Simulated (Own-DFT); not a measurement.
# How strain changes the stress of hcp Ru, 36 atoms (Ru36)

All numbers below are calculated, not measured. They come from Own-DFT, an in-house plane-wave density functional program, since retired, whose code no person has reviewed. Each row is one single-point run on a periodic cell that was not relaxed, without spin or spin-orbit coupling.

Settings of every run: PBE; PseudoDojo norm-conserving scalar-relativistic files; cutoff 50 hartree; 5 x 5 x 4 k mesh centred on Gamma; cold (Marzari-Vanderbilt) smearing of 0.2 eV.

Known limits: forces on such cells failed a check on a denser k mesh; stress not checked against mesh or cutoff.

Unstrained cell vectors in Å: (8.118, 0.000, 0.000); (-4.059, 7.030, 0.000); (0.000, 0.000, 8.563). The unstrained cell has measured lattice constants (interpolated for alloys), not those of this functional. That, the random moves and any unrelaxed bonds set the pressure at no strain. Each run strains this cell uniformly, with the atoms carried along. Every atom was also moved at random, by a Gaussian of width 0.05 Å on each axis. Strain is the symmetric tensor, in per cent. Stress is positive in tension, and the pressure is minus a third of its trace.

```
run,e_xx (%),e_yy (%),e_zz (%),e_yz (%),e_xz (%),e_xy (%),s_xx (GPa),s_yy (GPa),s_zz (GPa),s_yz (GPa),s_xz (GPa),s_xy (GPa),P (GPa),E (meV/atom)
1,-1.61,0.87,1.63,1.75,1.07,-1.33,-13.21,-2.57,0.83,6.10,4.19,-5.05,4.98,20.3
2,0.69,0.93,0.58,0.19,-1.71,-1.30,-0.57,-0.17,-1.12,0.55,-6.12,-4.42,0.62,6.1
3,-0.62,0.63,-0.69,1.20,-1.53,-0.56,-11.17,-6.62,-12.82,4.68,-6.11,-2.24,10.20,17.4
4,-0.30,0.49,1.34,1.91,-0.99,1.56,-5.33,-2.91,1.64,6.80,-3.63,6.49,2.20,1.8
5,1.39,0.82,-0.96,0.36,-0.44,1.17,-0.53,-0.91,-9.08,1.91,-2.10,4.35,3.51,0.8
6,-1.23,0.32,-0.15,0.65,-1.85,0.52,-16.86,-8.34,-13.11,3.05,-7.50,2.69,12.77,51.5
7,-1.02,-0.85,0.35,-1.58,1.79,1.19,-15.39,-14.33,-9.55,-5.92,6.98,5.08,13.09,29.9
8,-1.99,-0.92,-1.43,-0.05,1.23,1.85,-25.96,-23.03,-24.68,-0.82,4.94,9.57,24.55,75.4
9,-0.09,0.09,1.09,1.78,-0.91,-0.57,-5.87,-4.24,-0.63,6.51,-3.63,-1.86,3.58,0.0
10,-0.77,0.87,1.74,1.03,1.54,0.16,-7.94,-1.54,1.68,3.26,5.44,0.66,2.60,28.7
11,0.73,0.68,-0.37,-1.36,1.46,-1.69,-3.59,-3.58,-8.17,-4.70,5.31,-6.13,5.11,25.8
12,-0.01,-0.05,0.19,0.18,-0.03,-0.96,-7.49,-8.15,-6.01,0.85,-0.08,-3.99,7.22,8.8
13,0.67,-0.38,0.74,1.31,-1.42,0.12,-3.09,-7.19,-2.40,4.65,-5.32,1.20,4.22,7.3
14,1.43,-1.17,-1.40,-0.01,-1.41,0.95,-4.97,-15.75,-18.95,0.43,-5.78,4.69,13.22,46.3
15,-1.97,-1.89,0.61,1.53,0.00,-0.12,-24.33,-23.53,-11.03,6.32,0.40,-1.44,19.63,51.3
16,1.12,-1.76,0.05,-0.63,-1.76,-0.86,?,?,?,?,?,?,?,?
```

E is the free energy for each atom above the lowest run shown.

## Worked fit

Each stress component was fitted by least squares to a constant and the strains of the runs shown, as fractions, with shears doubled. Shear strains stay in the fit of a normal stress only where such slopes are resolved. The slopes, in GPa:

```
stress  at no strain  per e_xx  per e_yy  per e_zz  scatter
  s_xx          -8.3  638 ± 19  215 ± 25  226 ± 22     0.74
  s_yy          -8.1  238 ± 22  636 ± 29  226 ± 25     0.84
  s_zz          -8.4  226 ± 30  178 ± 39  697 ± 33     1.14
```

Each shear stress against twice its own strain: yz 183 ± 9, xz 189 ± 5, xy 207 ± 11 GPa. These are stiffnesses along x, y and z of the frame in which the cell vectors are given, which need not be the crystal's axes. The atoms are held to the strained lattice; where symmetry lets them move under strain, relaxing them would lower some slopes. The table should be nearly symmetric about its diagonal, and what it lacks of that shows the noise. A ninth of its sum, 364 ± 9 GPa, estimates the bulk modulus near the mean pressure of these runs, 8.5 GPa, so it lies above the value at zero pressure.

## Withheld run

Question: what normal stresses and pressure should run 16 give?

The fit gives s_xx = -4.8, s_yy = -16.5, s_zz = -8.7 and P = 10.0 GPa. The calculation gave -4.97, -16.46, -9.42 and P = 10.28 GPa.
